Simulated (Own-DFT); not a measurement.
Simulation results for Si12O23 (quartz with two neutral oxygen vacancies, atoms displaced)

All values are calculated (Own-DFT development build). A calculation, not a measurement: plane-wave PBE and HSE06 DFT by an unreviewed code, no spin, of a simulated cell at Gamma alone, so results move with cell size and shape, stress positive in tension, energies less offsets, not probed for a lower state with spin; oxygen file: force components 24 meV/angstrom off all-electron in a glass; k mesh not checked against a denser one; forces and stress are PBE's, HSE06 gives the energy alone, and its difference from PBE has offsets of its own; offsets are fitted by least squares, one for each functional and potential file, so energies compare only between cells with the same atoms and settings and are not formation energies; the far tail of each file's local potential was reset to the Coulomb form; each entry is a single point on an unrelaxed cell, so the pressure reflects the starting lattice, mostly measured values (interpolated for alloys), from which strain is counted, and rises with the displacements; printed positions are rounded, which can move forces by about a meV/angstrom; the program, named Own-DFT, is a retired in-house code; no spin-orbit coupling.

Common to all runs: first functional PBE; second functional HSE06; exact exchange share 0.25; screening 0.11 1/bohr; exchange divergence Gygi-Baldereschi; potential files PseudoDojo norm-conserving, scalar-relativistic, made for PBE, standard set; wave cutoff 48 hartree; occupations fixed; k mesh 1 x 1 x 1 centred on Gamma.

(1) Si12O23 (quartz with two neutral oxygen vacancies, atoms displaced)

```
Si12O23
1.0
      9.8268     0.0000     0.0000
     -4.9134     8.5103     0.0000
      0.0000     0.0000    10.8104
Si O Si O Si O Si O Si O Si O Si O Si O
3 6 3 5 3 5 3 6 3 6 3 6 3 6 3 6
Direct
  0.24234 0.00481 0.00340
  0.99605 0.23489 0.33429
  0.26274 0.26278 0.16732
  0.20999 0.12971 0.05498
  0.42278 0.29575 0.23338
  0.36064 0.06796 0.39234
  0.07561 0.36307 0.44041
  0.13481 0.20655 0.27184
  0.28746 0.41858 0.10404
  0.24250 0.00175 0.50121
  0.00226 0.23745 0.83538
  0.26820 0.27206 0.66284
  0.20746 0.13345 0.55888
  0.42757 0.29042 0.72489
  0.36290 0.06663 0.89246
  0.13816 0.20945 0.77690
  0.29377 0.42883 0.60894
  0.23909 0.50375 0.00049
  0.00045 0.73256 0.33773
  0.26594 0.76626 0.16825
  0.42797 0.79492 0.21943
  0.37202 0.57880 0.39594
  0.06815 0.86471 0.44393
  0.13925 0.70663 0.27318
  0.29261 0.92730 0.10861
  0.23712 0.50487 0.50129
  0.00309 0.73787 0.83365
  0.26251 0.75950 0.66595
  0.20957 0.63169 0.55835
  0.43132 0.80226 0.72664
  0.36615 0.56845 0.89425
  0.07666 0.86624 0.93661
  0.13063 0.70585 0.77035
  0.28771 0.92429 0.60621
  0.74084 0.00785 0.99943
  0.50441 0.24178 0.32792
  0.76479 0.26773 0.16679
  0.70971 0.13158 0.05328
  0.93043 0.29557 0.22756
  0.87147 0.07935 0.38980
  0.56836 0.36570 0.44766
  0.63214 0.20901 0.27342
  0.79027 0.42621 0.10470
  0.73014 0.99672 0.50508
  0.50121 0.23455 0.83554
  0.76252 0.26323 0.66942
  0.71104 0.13763 0.55608
  0.93105 0.29615 0.72438
  0.85896 0.07289 0.89281
  0.57382 0.36799 0.93676
  0.63914 0.20842 0.77275
  0.79250 0.42944 0.60742
  0.73953 0.49585 0.00164
  0.50357 0.74035 0.33142
  0.76508 0.76635 0.16038
  0.70409 0.63507 0.05636
  0.92374 0.79423 0.22789
  0.87008 0.57535 0.39160
  0.57278 0.86253 0.44211
  0.63720 0.70903 0.27269
  0.79534 0.92672 0.10676
  0.73496 0.50088 0.49995
  0.49749 0.73154 0.83311
  0.76493 0.76526 0.66376
  0.69897 0.62772 0.56028
  0.92714 0.78539 0.72507
  0.86316 0.56658 0.89334
  0.57723 0.86097 0.94335
  0.63049 0.70090 0.77263
  0.79072 0.92523 0.60987
```

| Quantity | Value |
| --- | --- |
| PBE energy of cell above offsets | -20.668 eV |
| HSE06 less PBE above offsets | 0.067 eV |
| PBE pressure | 7.42 GPa |
| PBE stress xx | -7.43 GPa |
| PBE stress yy | -6.9 GPa |
| PBE stress zz | -7.93 GPa |
| PBE stress yz | 2.73 GPa |
| PBE stress xz | 0.99 GPa |
| PBE stress xy | 2.03 GPa |

Force:
```tsv
element	x (eV/Å)	y (eV/Å)	z (eV/Å)
Si	-0.391	-3.652	-2.374
Si	3.286	1.276	-0.824
Si	0.02	-1.006	-1.082
O	-2.246	3.474	2.524
O	-0.423	0.846	-1.823
O	2.461	2.566	-2.8
O	0.186	1.552	1.033
O	-1.56	-0.508	1.091
O	0.54	0.649	0.2
Si	-3.853	-0.535	-0.477
Si	0.653	1.859	1.415
Si	0.951	-3.233	1.783
O	-0.236	0.574	0.178
O	0.239	0.135	0.087
O	1.725	1.43	-1.32
O	0.377	-0.208	-0.69
O	-0.647	2.212	-0.867
Si	-3.931	-0.523	0.811
Si	0.047	2.991	-2.454
Si	0.571	-1.939	-3.208
O	2.274	0.545	1.572
O	-0.138	-0.246	-0.3
O	0.82	0.625	0.422
O	-2.087	-0.698	1.937
O	0.667	0.092	0.704
Si	1.754	-3.029	-2.05
Si	-0.673	-2.307	0.38
Si	-0.083	1.965	0.373
O	-2.035	1.827	0.933
O	-0.198	-0.597	-0.009
O	1.061	0.726	-1.585
O	0.414	1.545	1.898
O	1.064	-0.751	0.072
O	1.966	-1.491	1.961
Si	0.581	-5.842	0.554
Si	-1.76	-1.737	4.957
Si	1.938	-1.552	-0.602
O	-3.227	4.628	3.507
O	-2.407	0.652	-1.968
O	-2.467	-4.367	2.965
O	0.073	-1.062	-1.758
O	1.829	-0.338	-0.967
O	2.219	-1.385	3.107
Si	1.724	1.346	-2.461
Si	-0.508	-1.188	-1.556
Si	2.03	2.109	-2.467
O	-0.736	0.257	0.45
O	-0.34	-0.071	-0.224
O	2.483	1.57	-2.862
O	0.217	0.5	1.429
O	-2.404	-1.188	2.568
O	0.858	-0.804	0.694
Si	-4.5	2.77	-2.701
Si	0.246	-1.352	-1.264
Si	0.681	-0.688	1.928
O	0.984	-1.9	-1.113
O	1.538	-0.41	0.567
O	-1.109	-2.952	1.278
O	-0.373	1.002	0.67
O	-0.683	-0.109	0.201
O	-0.744	2.261	-0.955
Si	0.268	-0.138	-0.141
Si	0.832	1.082	0.372
Si	0.902	-1.982	1.845
O	-0.317	1.035	-0.095
O	-1.853	0.625	-1.413
O	1.5	1.558	-1.212
O	-0.3	0.127	-0.151
O	0.257	0.194	-0.455
O	-0.004	1.182	-0.24
```

(2) Si12O23 (quartz with two neutral oxygen vacancies, atoms displaced)

```
Si12O23
1.0
      9.8268     0.0000     0.0000
     -4.9134     8.5103     0.0000
      0.0000     0.0000    10.8104
Si O Si O Si O Si O Si O Si O Si O Si O
3 6 3 6 3 6 3 5 3 6 3 6 3 6 3 5
Direct
  0.23872 0.00295 0.00325
  0.00544 0.23610 0.33159
  0.26244 0.26728 0.17048
  0.20911 0.13017 0.06155
  0.42808 0.29115 0.22551
  0.36680 0.07615 0.39561
  0.07043 0.36133 0.44046
  0.13346 0.20555 0.27632
  0.28955 0.42527 0.10903
  0.23763 0.00639 0.49878
  0.00195 0.23770 0.83601
  0.26208 0.26289 0.66743
  0.20395 0.13515 0.55850
  0.42931 0.29387 0.72675
  0.36578 0.08008 0.89372
  0.07460 0.36537 0.93957
  0.13521 0.20843 0.77945
  0.29224 0.42318 0.60604
  0.24060 0.50422 0.00426
  0.00023 0.73458 0.33558
  0.25947 0.76382 0.16702
  0.20877 0.63559 0.05430
  0.42923 0.79528 0.23233
  0.36755 0.57117 0.39449
  0.07079 0.86485 0.43897
  0.13126 0.70634 0.27214
  0.29741 0.92677 0.10696
  0.24154 0.50621 0.49661
  0.00337 0.73443 0.83619
  0.26603 0.76808 0.66657
  0.20226 0.63086 0.56362
  0.42994 0.80011 0.72712
  0.36617 0.57172 0.89244
  0.07617 0.86765 0.94252
  0.28179 0.91670 0.60596
  0.73257 0.99873 0.99749
  0.50136 0.23253 0.33518
  0.76613 0.26450 0.17014
  0.70390 0.13035 0.05778
  0.92916 0.29193 0.22860
  0.86594 0.07533 0.39089
  0.57438 0.36947 0.43921
  0.63297 0.20245 0.26843
  0.78802 0.42560 0.10922
  0.73212 0.99657 0.49862
  0.49923 0.23313 0.83551
  0.76232 0.26233 0.66541
  0.70880 0.13841 0.56208
  0.92423 0.28767 0.73042
  0.86314 0.06990 0.89102
  0.57450 0.36714 0.94179
  0.63226 0.20051 0.77744
  0.79165 0.42974 0.60678
  0.73208 0.50119 0.99731
  0.49824 0.73530 0.33334
  0.75910 0.76712 0.16850
  0.70394 0.63241 0.05985
  0.92271 0.79185 0.22276
  0.86595 0.57426 0.39344
  0.57483 0.86745 0.43789
  0.63304 0.71020 0.27475
  0.79407 0.92883 0.10902
  0.73187 0.50357 0.50195
  0.50061 0.73879 0.83333
  0.76445 0.76631 0.66288
  0.70522 0.63193 0.55861
  0.87100 0.57660 0.88548
  0.57268 0.86580 0.94004
  0.63509 0.71114 0.77697
  0.79263 0.91996 0.60679
```

| Item | Value |
| --- | --- |
| PBE energy of cell above offsets | -21.254 eV |
| HSE06 less PBE above offsets | -0.046 eV |
| PBE pressure | 7.65 GPa |
| PBE stress xx | -5.5 GPa |
| PBE stress yy | -10.15 GPa |
| PBE stress zz | -7.3 GPa |
| PBE stress yz | 0.22 GPa |
| PBE stress xz | 1.64 GPa |
| PBE stress xy | 0.61 GPa |

Force:
```tsv
element	x (eV/Å)	y (eV/Å)	z (eV/Å)
Si	0.268	-1.314	-1.227
Si	-2.293	-0.683	1.734
Si	2.445	-1.657	-1.172
O	-1.824	2.493	1.808
O	-0.49	0.061	0.138
O	0.863	-0.51	-0.691
O	0.951	2.178	1.137
O	1.759	-0.671	-0.415
O	0.513	0.463	0.891
Si	-1.343	-2.742	1.226
Si	-0.401	-1.937	-0.119
Si	0.625	0.568	1.368
O	-0.149	-0.416	-0.265
O	-0.645	-0.074	-0.63
O	-0.299	-2.096	0.755
O	0.481	2.12	2.213
O	1.123	-0.33	-0.799
O	-0.457	1.233	-0.685
Si	-0.8	-1.728	-2.956
Si	-2.044	-0.034	-1.882
Si	2.434	0.102	-0.453
O	-1.055	1.478	1.47
O	-3.16	0.244	-2.534
O	1.512	1.016	-1.951
O	0.613	2.006	1.197
O	0.199	-0.635	0.482
O	0.246	0.433	0.244
Si	-2.589	-3.261	2.959
Si	1.072	3.042	-4.931
Si	-1.417	-2.689	3.404
O	0.478	-0.574	-0.971
O	-0.087	0.348	-0.557
O	0.252	0.358	-0.076
O	-0.048	0.203	0.653
O	-0.972	3.67	-1.866
Si	1.067	0.43	0.85
Si	0.369	1.712	-1.309
Si	0.982	0.272	-3.107
O	-0.458	1.339	1.074
O	-0.712	0.646	-1.279
O	-0.241	-0.862	0.554
O	-0.534	-0.922	-0.424
O	-1.891	-0.925	2.533
O	0.3	0.295	-0.339
Si	1.267	2.231	0.885
Si	0.849	1.757	-1.141
Si	0.069	2.746	2.752
O	0.672	-3.351	-2.903
O	-1.275	0.729	-1.53
O	0.601	0.357	-0.296
O	-0.965	-0.926	-0.735
O	0.077	0.194	-0.373
O	0.671	-1.021	0.913
Si	2.187	0.846	0.63
Si	1.119	-0.578	0.81
Si	2.131	-0.663	-1.368
O	-0.664	0.669	0.215
O	1.295	-0.142	1.223
O	-0.198	-0.725	0.309
O	-1.008	-0.388	0.591
O	-0.409	-0.945	0.923
O	-0.695	0.88	-0.731
Si	2.414	-1.42	-1.205
Si	0.218	-1.384	-0.113
Si	3.739	-2.925	4.761
O	-2.167	1.331	0.203
O	-1.803	-3.834	2.761
O	-0.881	-0.042	0.697
O	0.317	-0.404	-0.697
O	-2.204	4.357	-2.636
```

(3) Si12O23 (quartz with two neutral oxygen vacancies, atoms displaced)

```
Si12O23
1.0
      9.8268     0.0000     0.0000
     -4.9134     8.5103     0.0000
      0.0000     0.0000    10.8104
Si O Si O Si O Si O Si O Si O Si O Si O
3 6 3 6 3 6 3 6 3 6 3 6 3 4 3 6
Direct
  0.24338 0.00761 0.99689
  0.00272 0.23483 0.33293
  0.26678 0.26509 0.16252
  0.20474 0.13694 0.05725
  0.42553 0.29336 0.22597
  0.36807 0.07373 0.39375
  0.07171 0.36619 0.44296
  0.13144 0.20564 0.27222
  0.29252 0.42328 0.11054
  0.23440 0.00241 0.50086
  0.99450 0.23400 0.83478
  0.26666 0.26435 0.67040
  0.20731 0.13481 0.56159
  0.43081 0.30128 0.72879
  0.36534 0.06898 0.89539
  0.07299 0.36911 0.94135
  0.13306 0.20445 0.77589
  0.29260 0.43055 0.61036
  0.23458 0.50716 0.00326
  0.00093 0.73560 0.33496
  0.26585 0.76441 0.16381
  0.21001 0.63614 0.05856
  0.42045 0.78631 0.22651
  0.36135 0.57113 0.39608
  0.06426 0.86593 0.43972
  0.13148 0.70462 0.27556
  0.29121 0.92457 0.10465
  0.23817 0.50075 0.50161
  0.00787 0.73720 0.83360
  0.27019 0.76818 0.66207
  0.20618 0.63266 0.56058
  0.42626 0.79017 0.72229
  0.37055 0.57819 0.89885
  0.07003 0.86650 0.94108
  0.13663 0.70547 0.77542
  0.29553 0.92643 0.61439
  0.73308 0.99653 0.00223
  0.50002 0.23392 0.33135
  0.76703 0.26945 0.16786
  0.70407 0.12942 0.06219
  0.92502 0.29357 0.22001
  0.87325 0.07692 0.39490
  0.58028 0.36768 0.44387
  0.63038 0.20190 0.27268
  0.79006 0.41742 0.10725
  0.72806 0.99229 0.49638
  0.50296 0.23339 0.83242
  0.77053 0.26704 0.66757
  0.70800 0.13587 0.55930
  0.92597 0.29416 0.72180
  0.86537 0.07109 0.89237
  0.57473 0.36763 0.94376
  0.63795 0.21067 0.76952
  0.79180 0.42449 0.61031
  0.73786 0.50256 0.99815
  0.50438 0.74171 0.33256
  0.76306 0.76657 0.16685
  0.70517 0.63240 0.05628
  0.86911 0.57563 0.40183
  0.57680 0.86958 0.44252
  0.63652 0.70630 0.27203
  0.73071 0.49669 0.50078
  0.50207 0.73970 0.83374
  0.76451 0.76431 0.66548
  0.70600 0.63844 0.55912
  0.92858 0.79393 0.72588
  0.86729 0.57114 0.89006
  0.57156 0.86465 0.93546
  0.63646 0.70663 0.77072
  0.79539 0.92703 0.60378
```

| Quantity | Value |
| --- | --- |
| PBE energy of cell above offsets | -20.987 eV |
| HSE06 less PBE above offsets | 0.084 eV |
| PBE pressure | 7.14 GPa |
| PBE stress xx | -6.88 GPa |
| PBE stress yy | -8.17 GPa |
| PBE stress zz | -6.38 GPa |
| PBE stress yz | -1.56 GPa |
| PBE stress xz | 1.46 GPa |
| PBE stress xy | -1.32 GPa |

Force:
```tsv
element	x (eV/Å)	y (eV/Å)	z (eV/Å)
Si	-4.146	-3.055	2.7
Si	-1.63	1.572	-0.171
Si	-0.92	-0.754	2.194
O	0.7	-1.443	-1.254
O	0.907	0.12	0.365
O	-0.343	-0.742	0.391
O	0.087	-0.018	-0.356
O	1.755	-0.207	-0.921
O	-1.639	3.035	-1.729
Si	0.271	-1.597	0.302
Si	1.495	1.118	-0.801
Si	-1.447	1.318	-0.382
O	-0.1	0.066	-0.12
O	0.934	-0.457	0.497
O	2.948	2.372	-3.619
O	-0.223	-0.022	-0.064
O	-0.718	-0.004	0.455
O	1.209	-1.296	1.207
Si	2.972	-3.837	-1.383
Si	-2.875	-0.866	-1.798
Si	-2.112	0.408	1.473
O	-2.089	1.4	0.657
O	1.232	0.801	0.251
O	2.513	2.837	-2.747
O	1.22	2.336	1.652
O	1.473	0.174	-1.207
O	0.161	0.61	0.248
Si	-2.186	-1.109	0.649
Si	-2.094	-0.439	-0.606
Si	-0.743	-3.002	2.239
O	-0.449	0.116	-0.562
O	1.359	0.426	0.51
O	0.023	-0.18	-0.265
O	0.953	1.47	1.004
O	1.555	0.098	-0.875
O	-2.087	3.515	-2.738
Si	1.418	-1.43	1.359
Si	0.045	1.091	0.973
Si	0.036	-4.246	0.474
O	-0.377	0.167	0.081
O	2.991	0	2.131
O	-1.174	-1.799	0.41
O	-2.827	-3.709	-2.708
O	0.28	-0.112	0.128
O	-2.132	4.686	-2.574
Si	3.994	6.481	3.204
Si	-0.27	1.166	0.656
Si	-1.913	-0.786	-2.572
O	0.34	-1.326	-0.84
O	3.629	0.295	2.214
O	-0.38	-0.633	0.357
O	-0.582	-1.738	-1.146
O	-1.224	-1.082	1.806
O	-0.775	1.629	-0.78
Si	0.943	-0.601	0.531
Si	-0.152	-3.131	0.732
Si	2.992	2.339	-2.229
O	-0.359	0.575	0.691
O	0.753	-0.012	-0.983
O	-3.578	-4.021	-2.76
O	-2.734	-0.636	2.33
Si	2.007	3.147	2.993
Si	0.877	-2.94	-2.669
Si	1.282	1.285	0.417
O	0.404	-2.149	-1.656
O	0.458	-0.011	0.123
O	0.454	0.133	0.054
O	-0.2	2.672	2.27
O	-1.998	-0.309	1.751
O	-0.2	0.244	0.039
```
